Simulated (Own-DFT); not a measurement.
# Response to strain: wurtzite GaN, 72 atoms (Ga36N36)

All numbers below are calculated, not measured. The program, named Own-DFT, is a retired in-house plane-wave density functional code that no person has reviewed. Each row is one single-point run on a periodic cell that was not relaxed, without spin or spin-orbit coupling.

Settings of every run: PBE; PseudoDojo norm-conserving scalar-relativistic files (stringent for Ga); cutoff 96 hartree; 4 x 4 x 3 k mesh centred on Gamma; Gaussian smearing of 0.01 eV.

Known limits: forces not confirmed at this smearing and k mesh; stress not checked against mesh or cutoff.

Unstrained cell vectors in Å: (9.567, 0.000, 0.000); (-4.784, 8.285, 0.000); (0.000, 0.000, 10.370). The unstrained cell has measured lattice constants (interpolated for alloys), not those of this functional. That, the random moves and any unrelaxed bonds set the pressure at no strain. Each run strains this cell uniformly, with the atoms carried along. Every atom was also moved at random, by a Gaussian of width 0.05 Å on each axis. Strain is the symmetric tensor, in per cent. Stress is positive in tension, and the pressure is minus a third of its trace.

```
run  e_xx (%)  e_yy (%)  e_zz (%)  e_yz (%)  e_xz (%)  e_xy (%)  s_xx (GPa)  s_yy (GPa)  s_zz (GPa)  s_yz (GPa)  s_xz (GPa)  s_xy (GPa)  P (GPa)  E (meV/atom)
  1      0.87      1.69     -0.93     -1.74     -1.77      1.02       -2.74        0.61      -11.34       -3.42       -4.30        2.79     4.49          25.5
  2     -0.58     -1.71      0.70     -1.10     -0.46     -0.14      -11.15      -14.33       -6.95       -3.13        0.04        0.80    10.81          35.5
  3      1.30      0.80     -0.76     -1.71     -1.97      1.71       -1.86       -3.04       -9.12       -3.34       -4.75        5.10     4.67          14.0
  4     -0.18     -0.81     -1.51     -0.76      0.47      0.53       -9.73      -11.13      -15.53       -2.14        1.27        0.23    12.13          30.8
  5      1.29     -1.19      1.44      1.33      0.15      0.67       -3.17      -11.01       -1.64        3.41        0.11        2.29     5.27          47.3
  6     -1.14      0.22     -0.25      0.34      1.43      0.43      -11.59       -7.14       -9.02        0.66        2.90        1.57     9.25          14.9
  7     -1.19      1.83      1.10     -0.55     -1.89      0.33       -9.23       -2.28       -1.54       -0.77       -3.14        2.33     4.35          29.8
  8     -0.23     -1.93      1.97      1.80      0.32     -0.92       -9.45      -14.48       -0.62        4.56        1.32       -2.70     8.18          32.4
  9      0.76      0.42     -0.54      1.12      0.25      0.83       -3.72       -5.05       -9.13        3.22       -0.14        2.22     5.96          13.6
 10     -1.52      0.81      0.19      1.77      0.27      0.43      -10.98       -5.08       -9.55        4.30        0.51        1.33     8.54          28.4
 11     -0.90      1.58     -0.02     -1.06     -0.23      0.68       -9.52       -2.16       -5.69       -1.62        0.26        1.88     5.79          13.1
 12      1.54      1.44      0.58      0.64     -0.16     -0.99        0.23       -0.65       -1.37        1.21       -0.62       -3.51     0.60           9.6
 13     -0.09      0.97      1.65     -1.04      0.68      0.35       -3.93       -2.94        0.31       -2.00        1.35        1.34     2.18           0.0
 14      0.15     -0.40      1.99     -1.93      1.88     -1.72       -6.60       -5.94        0.76       -3.68        4.51       -4.48     3.93          17.4
 15     -1.78     -0.60      1.46     -1.97     -0.79      1.43      -15.18      -14.18       -1.35       -4.40       -1.34        6.06    10.23          50.4
 16     -1.71      1.67      1.36     -1.13     -0.62      1.13      -11.60       -1.08       -1.99       -2.32       -1.18        3.43     4.89          19.1
 17      0.51     -0.72     -1.40      1.56      0.81      1.84           ?           ?           ?           ?           ?           ?        ?             ?
```

E is the free energy for each atom above the lowest run shown.

## Worked fit

Each stress component was fitted by least squares to a constant and the strains of the runs shown, as fractions, with shears doubled. Shear strains stay in the fit of a normal stress only where such slopes are resolved. The slopes, in GPa:

```
stress,at no strain,per e_xx,per e_yy,per e_zz,scatter
s_xx,-7.3,387 ± 18,122 ± 16,53 ± 18,0.73
s_yy,-7.3,116 ± 30,400 ± 27,26 ± 31,1.25
s_zz,-7.8,79 ± 27,92 ± 24,466 ± 28,1.11
```

Each shear stress against twice its own strain: yz 114 ± 5, xz 95 ± 5, xy 152 ± 12 GPa. These are stiffnesses along x, y and z of the frame in which the cell vectors are given, which need not be the crystal's axes. The atoms are held to the strained lattice; where symmetry lets them move under strain, relaxing them would lower some slopes. The table should be nearly symmetric about its diagonal, and what it lacks of that shows the noise. A ninth of its sum, 193 ± 7 GPa, estimates the bulk modulus near the mean pressure of these runs, 6.3 GPa, so it lies above the value at zero pressure.

## Withheld run

Question: what normal stresses and pressure should run 17 give?

The fit gives s_xx = -7.0, s_yy = -10.0, s_zz = -14.6 and P = 10.5 GPa. The calculation gave -7.46, -9.48, -14.06 and P = 10.33 GPa.
